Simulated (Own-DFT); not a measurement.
Simulation results for SiC (3C silicon carbide, atoms displaced), SiC (twinned 3C silicon carbide, strained, atoms displaced)

A calculation, not a measurement: plane-wave PBE density functional theory by an unreviewed code, no spin, of a simulated periodic cell, stress positive in tension, free energy of the whole cell less one offset for each atom, forces on such cells passed a denser k mesh, this cell's mesh not checked; offsets are fitted by least squares, one for each functional and potential file, so energies compare only between cells with the same atoms and settings and are not formation energies; the far tail of each file's local potential was reset to the Coulomb form; each entry is a single point on an unrelaxed cell, so the pressure reflects the starting lattice, mostly measured values (interpolated for alloys), from which strain is counted, and rises with the displacements; printed positions are rounded, which can move forces by about a meV/angstrom; the program, named Own-DFT, is a retired in-house code; no spin-orbit coupling. Program: Own-DFT development build.

Common to all runs: functional PBE; potential files PseudoDojo norm-conserving, scalar-relativistic, standard set; wave cutoff 42 hartree; occupations Fermi-Dirac; smearing width 0.1 eV.

(1) SiC (3C silicon carbide, atoms displaced)

```
CELL_PARAMETERS angstrom
13.07880 0.00000 0.00000
0.00000 8.71920 0.00000
0.00000 0.00000 8.71920
ATOMIC_POSITIONS crystal
Si 0.00252 0.99157 0.98946
Si 0.01031 0.26067 0.25019
Si 0.16543 0.99024 0.24288
Si 0.16670 0.24292 0.99922
C 0.07699 0.12848 0.14125
C 0.08123 0.37710 0.37627
C 0.25331 0.12630 0.37353
C 0.24819 0.36514 0.11714
Si 0.00423 0.99352 0.50682
Si 0.00102 0.25317 0.75469
Si 0.16552 0.00210 0.75263
Si 0.16728 0.25821 0.50008
C 0.08278 0.11935 0.62409
C 0.08033 0.38053 0.88436
C 0.24599 0.13796 0.86921
C 0.25541 0.38383 0.62622
Si 0.00105 0.48468 0.00398
Si 0.99663 0.74717 0.26335
Si 0.16895 0.49458 0.24986
Si 0.17301 0.74471 0.99671
C 0.08209 0.63005 0.11985
C 0.08880 0.87885 0.36696
C 0.24529 0.62287 0.37511
C 0.25249 0.88489 0.12647
Si 0.00622 0.51219 0.50013
Si 0.00122 0.74186 0.76700
Si 0.16151 0.49476 0.73984
Si 0.17442 0.75513 0.48512
C 0.08066 0.63368 0.63629
C 0.08847 0.87917 0.86767
C 0.25408 0.62142 0.86597
C 0.24501 0.87026 0.62565
Si 0.33746 0.00200 0.99748
Si 0.33589 0.24466 0.23694
Si 0.50455 0.01778 0.25003
Si 0.49888 0.24314 0.99874
C 0.41896 0.12338 0.10593
C 0.41917 0.36277 0.36868
C 0.58554 0.11819 0.36867
C 0.58057 0.36479 0.12837
Si 0.33298 0.00466 0.49714
Si 0.34510 0.23665 0.74054
Si 0.49388 0.99967 0.76138
Si 0.49545 0.24911 0.50192
C 0.41511 0.12318 0.62415
C 0.42077 0.37669 0.87429
C 0.58158 0.13288 0.88024
C 0.58117 0.37080 0.61477
Si 0.33554 0.49813 0.00030
Si 0.32914 0.74977 0.24757
Si 0.49248 0.49675 0.25252
Si 0.49764 0.75401 0.99219
C 0.41297 0.62877 0.12377
C 0.41701 0.86931 0.37298
C 0.58559 0.62573 0.38157
C 0.59256 0.86777 0.11191
Si 0.33089 0.49290 0.48812
Si 0.32696 0.74444 0.75409
Si 0.50255 0.50758 0.75497
Si 0.50516 0.73592 0.50672
C 0.41904 0.63401 0.62252
C 0.41508 0.86562 0.85996
C 0.58070 0.61709 0.87202
C 0.58047 0.88341 0.63523
Si 0.66105 0.99589 0.00559
Si 0.66690 0.25249 0.25118
Si 0.83063 0.00197 0.23908
Si 0.82895 0.24782 0.00991
C 0.74929 0.12672 0.12456
C 0.74820 0.38379 0.36657
C 0.91788 0.11881 0.38070
C 0.91253 0.38016 0.11988
Si 0.66878 0.00579 0.49394
Si 0.67109 0.25706 0.75960
Si 0.82905 0.00583 0.74103
Si 0.83758 0.24636 0.49416
C 0.75128 0.13042 0.63109
C 0.74754 0.37672 0.87914
C 0.91142 0.12961 0.88079
C 0.91911 0.37470 0.63798
Si 0.67110 0.49467 0.99787
Si 0.66333 0.75440 0.24487
Si 0.82458 0.50743 0.24985
Si 0.82849 0.75130 0.00001
C 0.74667 0.63485 0.13278
C 0.74430 0.87872 0.37732
C 0.91521 0.61625 0.37905
C 0.91190 0.87810 0.11549
Si 0.67135 0.50192 0.49281
Si 0.66698 0.75158 0.74613
Si 0.84349 0.49752 0.74944
Si 0.84288 0.74572 0.49635
C 0.74541 0.61889 0.62524
C 0.74686 0.88203 0.86521
C 0.91604 0.63048 0.87445
C 0.92015 0.86517 0.62466
```

| Quantity | Value |
| --- | --- |
| hardware | one NVIDIA H200 |
| k mesh | 3 x 4 x 4 centred on Gamma |
| free energy of cell above offsets | -4.865 eV |
| pressure | 5.96 GPa |
| stress xx | -5.99 GPa |
| stress yy | -6.06 GPa |
| stress zz | -5.83 GPa |
| stress yz | -1 GPa |
| stress xz | 1.44 GPa |
| stress xy | -0.22 GPa |
| wall time | 540.1 s |

Force:
```
element  x (eV/Å)  y (eV/Å)  z (eV/Å)
     Si    -1.605     2.052     1.941
     Si    -5.217    -1.089     0.771
     Si      0.36     3.598     0.858
     Si    -1.633     1.022     0.631
      C     2.813    -2.282    -4.162
      C     1.722      1.56     0.915
      C    -1.025     0.203    -0.801
      C     1.002     1.624     1.238
     Si    -0.945     0.256    -1.278
     Si    -0.431     -1.37     0.372
     Si     1.043     0.273    -1.825
     Si     0.603    -1.712     0.257
      C     0.656     2.076      0.73
      C     2.322    -2.436     -2.52
      C     2.067    -2.668    -0.331
      C    -1.021    -2.169    -0.564
     Si    -1.437     4.508     0.343
     Si     0.601     0.805    -3.241
     Si    -0.978     0.702    -1.324
     Si    -0.849     0.895    -0.001
      C     0.329    -1.304      1.21
      C     -1.74    -1.767     1.717
      C     1.804    -0.989    -1.621
      C     0.147    -1.975    -1.782
     Si    -1.293    -1.814     1.678
     Si    -0.039     2.514    -2.378
     Si     1.344     0.961     2.075
     Si    -2.539     0.311     3.189
      C      1.45    -1.033    -2.742
      C    -0.561    -1.579     2.098
      C    -2.052    -1.525     2.301
      C     1.424     1.399    -0.109
     Si    -1.826    -1.012    -1.518
     Si    -0.772     -0.36     0.898
     Si    -2.154    -4.715    -1.736
     Si     1.168     3.292    -0.785
      C    -0.332    -0.394     3.323
      C    -2.031     0.908     0.006
      C     0.438     2.952      1.94
      C    -0.007     1.816    -0.348
     Si     0.063    -2.273     0.097
     Si     -3.88     4.884     3.191
     Si     2.621     0.715    -2.382
     Si     2.083     -0.74    -0.344
      C     1.842     -1.96    -1.422
      C    -0.521    -0.857    -0.162
      C     0.533    -1.911    -0.764
      C     1.011     0.913     1.593
     Si    -0.568    -0.557    -1.225
     Si     1.304     0.763     0.633
     Si     2.762     0.816    -0.734
     Si     0.984    -1.497     0.617
      C     0.316    -0.414     0.134
      C     0.505     1.081     0.006
      C    -0.492    -0.567    -2.418
      C     -4.45     0.168     1.832
     Si     1.665     1.428     1.595
     Si     1.649     0.881    -3.639
     Si    -1.501    -2.413     -2.87
     Si    -0.472     4.215    -0.711
      C    -1.981     -2.84      0.94
      C    -1.076     1.365     3.162
      C     2.189      2.32     1.886
      C     0.571    -0.688     -1.71
     Si      2.71     2.466    -3.197
     Si    -0.219    -0.323    -0.321
     Si     0.806    -0.292     2.218
     Si     0.962     0.656    -1.772
      C    -1.471     -0.35     0.562
      C     0.868    -2.227     1.123
      C     0.647     0.395    -1.479
      C     0.027    -0.698     2.286
     Si    -0.946    -0.691     2.814
     Si     -2.19    -1.086    -2.304
     Si     1.948     -1.45     1.627
     Si    -0.612     1.203     1.389
      C    -0.982     0.994    -2.357
      C     2.736     0.076    -0.067
      C     1.308    -0.993    -1.154
      C     1.016    -0.324     -3.65
     Si    -2.614     1.409     1.573
     Si    -0.009    -0.418     2.523
     Si     2.464    -0.663    -0.895
     Si     0.232     0.579    -1.098
      C     0.365    -1.448    -1.976
      C     2.317    -1.053     -1.38
      C     0.577     0.524    -1.091
      C     1.187    -1.029     1.402
     Si    -1.731    -0.777     1.479
     Si    -0.581    -0.042     0.277
     Si     -3.46     1.425      0.86
     Si    -3.761     0.907     1.442
      C     2.547     0.631    -0.035
      C     0.338     -0.83     1.468
      C    -0.628     -2.02     2.133
      C     0.181     1.081     0.873
```

(2) SiC (twinned 3C silicon carbide, strained, atoms displaced)

```
CELL_PARAMETERS angstrom
4.36130 -4.44450 0.10420
-0.08240 4.46630 -4.49710
8.67670 8.63480 8.86110
ATOMIC_POSITIONS crystal
Si 0.98981 0.99872 0.43858
C 0.99441 0.99171 0.06290
Si 0.16857 0.33528 0.10187
C 0.17211 0.34616 0.23403
Si 0.33661 0.15402 0.27457
C 0.33593 0.16441 0.39859
Si 0.99906 0.50607 0.43792
C 0.98429 0.49111 0.06184
Si 0.17950 0.83675 0.10111
C 0.18458 0.83876 0.22379
Si 0.34529 0.66550 0.26899
C 0.31863 0.66210 0.39144
Si 0.49781 0.99085 0.43630
C 0.49762 0.01659 0.05992
Si 0.65768 0.33306 0.09969
C 0.65083 0.32828 0.22936
Si 0.82986 0.15271 0.26702
C 0.83028 0.15275 0.39539
Si 0.48465 0.49213 0.44088
C 0.49589 0.50181 0.06296
Si 0.65979 0.82637 0.10453
C 0.68719 0.84325 0.22845
Si 0.83099 0.66494 0.26866
C 0.82983 0.66946 0.39515
Si 0.97937 0.00225 0.94517
C 0.98888 0.00480 0.56596
Si 0.83109 0.66061 0.60361
C 0.83158 0.66244 0.72932
Si 0.65782 0.82197 0.77481
C 0.67092 0.82761 0.89837
Si 0.99709 0.50423 0.94099
C 0.00013 0.49424 0.56016
Si 0.83777 0.16166 0.59836
C 0.83597 0.16734 0.72429
Si 0.67581 0.35857 0.76822
C 0.67330 0.33003 0.89867
Si 0.49390 0.99015 0.93442
C 0.49871 0.00517 0.55905
Si 0.31233 0.65561 0.60239
C 0.35174 0.67482 0.73106
Si 0.16775 0.83171 0.77362
C 0.16933 0.83868 0.89682
Si 0.51910 0.50988 0.94329
C 0.50954 0.50986 0.56742
Si 0.32748 0.17656 0.60234
C 0.32871 0.17728 0.72564
Si 0.15789 0.32317 0.77088
C 0.18309 0.34177 0.89175
```

| Quantity | Value |
| --- | --- |
| k mesh | 5 x 5 x 2 centred on Gamma |
| free energy of cell above offsets | -3.654 eV |
| pressure | 0.85 GPa |
| stress xx | -8.05 GPa |
| stress yy | 2.2 GPa |
| stress zz | 3.28 GPa |
| stress yz | -5.84 GPa |
| stress xz | 4.54 GPa |
| stress xy | -3.77 GPa |

Force:
```
element  x (eV/Å)  y (eV/Å)  z (eV/Å)
     Si     0.659    -0.977     0.144
      C       1.2     1.052     0.468
     Si    -0.405     1.527     1.511
      C     -1.61    -2.675     0.773
     Si    -1.077     1.427    -1.188
      C    -0.628       0.1     0.487
     Si    -1.949    -0.883     0.069
      C     2.291    -0.357    -0.476
     Si    -1.465     1.258     0.797
      C    -0.298     0.789     1.765
     Si    -0.305     1.262    -0.762
      C      1.72    -0.297     0.546
     Si    -0.152     0.712    -0.425
      C     0.209    -2.539     1.619
     Si     1.433     1.566      0.78
      C     1.128    -1.811    -0.883
     Si     2.011     2.556    -1.922
      C    -0.306     0.828    -1.435
     Si     0.428    -0.757    -1.323
      C      0.62     0.129     0.286
     Si     0.623     0.677    -1.305
      C    -2.116    -0.705      1.57
     Si     1.092    -0.922     0.252
      C     -0.18     0.057     0.727
     Si     1.599    -3.524    -3.007
      C      0.04    -3.441     0.409
     Si     1.445     0.523    -0.728
      C     0.854     0.523     -2.07
     Si     1.531    -1.194    -2.572
      C    -1.264     1.069    -0.209
     Si      0.07    -2.517     -1.14
      C    -1.175     1.237      0.27
     Si    -0.716     3.366     0.813
      C    -0.178      1.45     0.793
     Si    -0.917    -1.545     3.959
      C    -1.199     0.206    -0.823
     Si     1.049     0.533    -0.888
      C    -0.282     0.628     1.269
     Si     4.213    -0.129     -1.43
      C    -3.774     1.239     0.927
     Si     0.066    -0.565    -1.434
      C    -1.066     1.036     0.882
     Si    -3.083    -1.544     0.061
      C    -2.963      0.22    -0.083
     Si     0.803    -1.087     0.885
      C     1.098    -0.723      1.48
     Si     0.356    -0.064    -1.495
      C     0.569     2.284     2.054
```

(3) SiC (twinned 3C silicon carbide, strained, atoms displaced)

```
CELL_PARAMETERS angstrom
4.36890 -4.26040 -0.10540
0.08860 4.24360 -4.20410
8.87580 8.86980 8.61350
ATOMIC_POSITIONS crystal
Si 0.99696 0.01086 0.44225
C 0.00226 0.99537 0.06122
Si 0.16561 0.32888 0.10273
C 0.16603 0.32849 0.22895
Si 0.32779 0.15344 0.27536
C 0.34825 0.16387 0.39939
Si 0.99657 0.49259 0.43884
C 0.98304 0.47699 0.05941
Si 0.16959 0.82642 0.10680
C 0.13488 0.82339 0.23236
Si 0.33708 0.67451 0.27304
C 0.34150 0.67179 0.39738
Si 0.49572 0.99979 0.43654
C 0.50568 0.01032 0.06804
Si 0.67581 0.33994 0.10197
C 0.68552 0.34062 0.22608
Si 0.83849 0.17483 0.26936
C 0.83058 0.16042 0.39271
Si 0.50198 0.49243 0.43592
C 0.49965 0.49951 0.05750
Si 0.67900 0.84029 0.11033
C 0.67787 0.84142 0.23089
Si 0.82932 0.67328 0.27295
C 0.83286 0.66371 0.39931
Si 0.99768 0.99801 0.93934
C 0.00525 0.00832 0.55799
Si 0.83717 0.67563 0.60556
C 0.83941 0.67266 0.72743
Si 0.65641 0.83139 0.76637
C 0.66372 0.82939 0.89551
Si 0.99112 0.47813 0.92984
C 0.00291 0.49173 0.56553
Si 0.83180 0.15345 0.60602
C 0.82825 0.16302 0.72270
Si 0.65656 0.32296 0.77262
C 0.67524 0.32483 0.90428
Si 0.49147 0.00575 0.93633
C 0.50653 0.99320 0.56241
Si 0.32661 0.65596 0.60664
C 0.35446 0.68186 0.73046
Si 0.14828 0.81198 0.77154
C 0.15780 0.81815 0.90184
Si 0.51370 0.51070 0.93735
C 0.50050 0.51094 0.56087
Si 0.32486 0.17101 0.60373
C 0.32293 0.15778 0.72971
Si 0.17179 0.32411 0.77446
C 0.17033 0.33774 0.89086
```

| Quantity | Value |
| --- | --- |
| k mesh | 5 x 5 x 2 centred on Gamma |
| free energy of cell above offsets | -2.926 eV |
| pressure | 9.42 GPa |
| stress xx | -2.5 GPa |
| stress yy | -12.23 GPa |
| stress zz | -13.53 GPa |
| stress yz | 7.22 GPa |
| stress xz | -3.24 GPa |
| stress xy | 5.86 GPa |

Force:
```
element  x (eV/Å)  y (eV/Å)  z (eV/Å)
     Si    -1.067    -3.466    -0.144
      C     0.429     0.596     0.291
     Si      0.58    -0.341     0.131
      C     1.101     0.109    -0.827
     Si      0.02     -0.64    -1.825
      C    -3.464     2.419    -1.506
     Si     0.795    -0.294    -0.338
      C     2.046    -0.626    -2.224
     Si    -0.769    -0.276    -0.059
      C     3.077    -2.808    -1.661
     Si     -0.99    -0.449     0.562
      C    -1.524    -0.271     0.505
     Si     2.939    -1.811     2.338
      C     -1.38    -1.081     0.867
     Si    -0.758     1.403     1.127
      C    -1.775     2.561     0.286
     Si     0.906    -0.657     0.639
      C     0.237      1.15    -0.629
     Si     1.061     1.099    -0.499
      C     1.146     1.809     0.461
     Si    -2.144    -1.063    -0.648
      C    -1.665     1.671     0.025
     Si    -0.072     -0.31     2.901
      C    -0.059     0.254    -1.039
     Si    -0.744    -0.177     0.029
      C     1.591     0.794     2.029
     Si    -1.207    -1.634     0.465
      C    -1.153     0.512     1.642
     Si     3.758     0.011     0.121
      C     0.107     0.124    -2.152
     Si     3.543     2.328     0.353
      C    -0.668      0.66    -0.588
     Si    -1.525       0.7    -1.882
      C     2.559      1.58     1.225
     Si    -0.043    -0.593    -0.722
      C    -3.728    -0.088    -3.021
     Si     0.736    -0.877     3.886
      C    -0.669     1.395    -0.368
     Si     0.204     0.526    -1.464
      C    -4.133     0.397     2.346
     Si     2.408     0.205    -1.093
      C    -0.932    -0.648    -2.109
     Si    -1.137     0.373     1.159
      C     0.921    -1.252     1.303
     Si     1.427    -1.769     0.019
      C     0.518    -0.952     0.224
     Si    -2.129     0.313    -2.165
      C     1.628    -0.906     2.034
```

(4) SiC (twinned 3C silicon carbide, strained, atoms displaced)

```
CELL_PARAMETERS angstrom
4.34320 -4.34210 0.02230
-0.03640 4.32800 -4.39350
8.68980 8.64310 8.84680
ATOMIC_POSITIONS crystal
Si 0.99867 0.00174 0.43651
C 0.01363 0.00819 0.06808
Si 0.16409 0.33160 0.10342
C 0.17254 0.33631 0.22645
Si 0.33540 0.17403 0.26925
C 0.32098 0.15720 0.39661
Si 0.01073 0.50632 0.44104
C 0.00132 0.50707 0.05516
Si 0.15721 0.83325 0.09767
C 0.16375 0.82716 0.23373
Si 0.31687 0.65667 0.27229
C 0.32870 0.65847 0.39943
Si 0.49412 0.98990 0.43287
C 0.49558 0.00314 0.06701
Si 0.65515 0.32980 0.10447
C 0.67367 0.33279 0.22337
Si 0.83783 0.16847 0.27009
C 0.84149 0.15870 0.39314
Si 0.51280 0.50561 0.43864
C 0.49395 0.50843 0.05464
Si 0.65472 0.83016 0.11130
C 0.65228 0.82694 0.22729
Si 0.83824 0.66207 0.27289
C 0.82809 0.65771 0.39299
Si 0.00550 0.00217 0.93759
C 0.99367 0.00035 0.56218
Si 0.84921 0.66125 0.60201
C 0.83710 0.67531 0.73062
Si 0.68240 0.82984 0.77551
C 0.67020 0.84519 0.90024
Si 0.00800 0.50425 0.94342
C 0.99726 0.48617 0.56393
Si 0.84233 0.17559 0.59927
C 0.83311 0.17317 0.73201
Si 0.69038 0.35683 0.77572
C 0.64591 0.30729 0.88904
Si 0.49013 0.99657 0.93854
C 0.49392 0.99136 0.56065
Si 0.32203 0.66237 0.60035
C 0.33541 0.66727 0.73156
Si 0.17986 0.84161 0.76768
C 0.15406 0.82239 0.89205
Si 0.49223 0.51244 0.94048
C 0.49280 0.48893 0.56592
Si 0.33520 0.16255 0.60054
C 0.32250 0.16593 0.72349
Si 0.16852 0.32724 0.77065
C 0.16637 0.33995 0.89093
```

| Property | Result |
| --- | --- |
| k mesh | 5 x 5 x 2 centred on Gamma |
| free energy of cell above offsets | -3.525 eV |
| pressure | 6.51 GPa |
| stress xx | -6.29 GPa |
| stress yy | -9.04 GPa |
| stress zz | -4.2 GPa |
| stress yz | -0.77 GPa |
| stress xz | 0.6 GPa |
| stress xy | -1.96 GPa |

Force:
```
element  x (eV/Å)  y (eV/Å)  z (eV/Å)
     Si     0.073    -0.438      1.32
      C    -3.098     0.652    -0.214
     Si     0.232     0.342    -1.586
      C    -0.507     0.458      0.62
     Si     0.234    -0.723     1.226
      C     1.125    -1.191    -1.801
     Si    -2.342    -0.533     0.639
      C     2.093     2.628     4.028
     Si     2.576     0.311     1.891
      C    -0.933    -0.329    -1.715
     Si     1.332    -0.313    -0.729
      C    -0.055    -1.431    -0.849
     Si     1.247     1.024    -0.447
      C     -0.69    -1.154    -0.203
     Si    -0.385    -0.861    -2.315
      C     0.968     1.831     1.118
     Si    -0.838    -0.625     0.239
      C     -0.79     2.094    -0.854
     Si    -1.249     0.707     1.938
      C     2.999      2.08     3.291
     Si    -1.167    -2.152    -2.302
      C     2.459     0.927     1.823
     Si    -1.773     0.134     -1.12
      C     1.867      0.35     0.308
     Si     0.028     0.594    -0.441
      C    -0.012    -1.943     0.266
     Si    -1.298     3.798     0.194
      C     0.573    -2.299    -0.183
     Si    -2.126     2.472    -2.065
      C    -0.214    -0.926     0.697
     Si    -5.128    -3.042    -2.435
      C     -0.44     0.163    -2.517
     Si    -0.397     1.354     4.725
      C    -0.519    -1.483    -0.306
     Si    -3.509    -1.731     0.205
      C     3.509     3.693     0.096
     Si    -0.163    -0.156    -0.385
      C     0.061    -0.611    -0.935
     Si     3.723    -0.308     1.033
      C    -0.101    -1.234     -0.43
     Si    -0.143     0.491     0.214
      C     1.413     0.746     0.172
     Si    -1.738    -3.903    -1.399
      C     0.495    -0.949    -2.082
     Si     0.026     0.991     0.667
      C     2.121     -0.87     0.352
     Si    -0.991     0.481    -1.605
      C     1.449     0.882     1.855
```
